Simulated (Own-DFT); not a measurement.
# Strain and stress in wurtzite AlN, 72 atoms (Al36N36)

Calculated results; nothing here was measured. They come from Own-DFT, an in-house plane-wave density functional program, since retired, whose code no person has reviewed. Each row is one single-point run on a periodic cell that was not relaxed, without spin or spin-orbit coupling.

Settings of every run: PBE; PseudoDojo norm-conserving scalar-relativistic files; cutoff 42 hartree; 4 x 4 x 3 k mesh centred on Gamma; Gaussian smearing of 0.01 eV.

Known limits: k mesh not checked against a denser one; stress not checked against mesh or cutoff.

Unstrained cell vectors in Å: (9.336, 0.000, 0.000); (-4.668, 8.085, 0.000); (0.000, 0.000, 9.964). The unstrained cell has measured lattice constants (interpolated for alloys), not those of this functional. That, the random moves and any unrelaxed bonds set the pressure at no strain. Each run strains this cell uniformly, with the atoms carried along. Every atom was also moved at random, by a Gaussian of width 0.05 Å on each axis. Strain is the symmetric tensor, in per cent. Stress is positive in tension, and the pressure is minus a third of its trace.

| run | e_xx (%) | e_yy (%) | e_zz (%) | s_xx (GPa) | s_yy (GPa) | s_zz (GPa) | P (GPa) | E (meV/atom) |
|---|---|---|---|---|---|---|---|---|
| 1 | -1.50 | -1.50 | 0.00 | -16.17 | -15.16 | -6.41 | 12.58 | 32.3 |
| 2 | -1.75 | -1.75 | 0.00 | -18.83 | -16.38 | -7.90 | 14.37 | 45.9 |
| 3 | 1.50 | 1.50 | 0.00 | 2.95 | 1.56 | -2.17 | -0.78 | 0.0 |
| 4 | -1.00 | -1.00 | 0.00 | -10.74 | -13.15 | -7.11 | 10.33 | 23.0 |
| 5 | -0.50 | -0.50 | 0.00 | -6.74 | -11.53 | -6.66 | 8.31 | 30.7 |
| 6 | -3.00 | -3.00 | 0.00 | -27.78 | -24.67 | -9.41 | 20.62 | 63.3 |
| 7 | -0.75 | -0.75 | 0.00 | -10.54 | -8.91 | -6.28 | 8.58 | 4.3 |
| 8 | -1.25 | -1.25 | 0.00 | -14.52 | -15.44 | -5.78 | 11.91 | 48.6 |
| 9 | -0.25 | -0.25 | 0.00 | ? | ? | ? | ? | ? |

E is the free energy for each atom above the lowest run shown.

## Worked fit

The change of volume is close to e_xx + e_yy + e_zz. A straight line through the runs shown gives P = 5.88 - 239 x (fractional change of volume) GPa, with an error of 8 on the slope and a scatter of 0.54 GPa. The strain isn't the same on all axes and the cell isn't cubic, so the slope belongs to this path and is not the bulk modulus.

## Withheld run

Question: what pressure should run 9 give? Its volume changes by -0.50 %.

The line gives 7.1 GPa. The calculation gave 6.81 GPa.
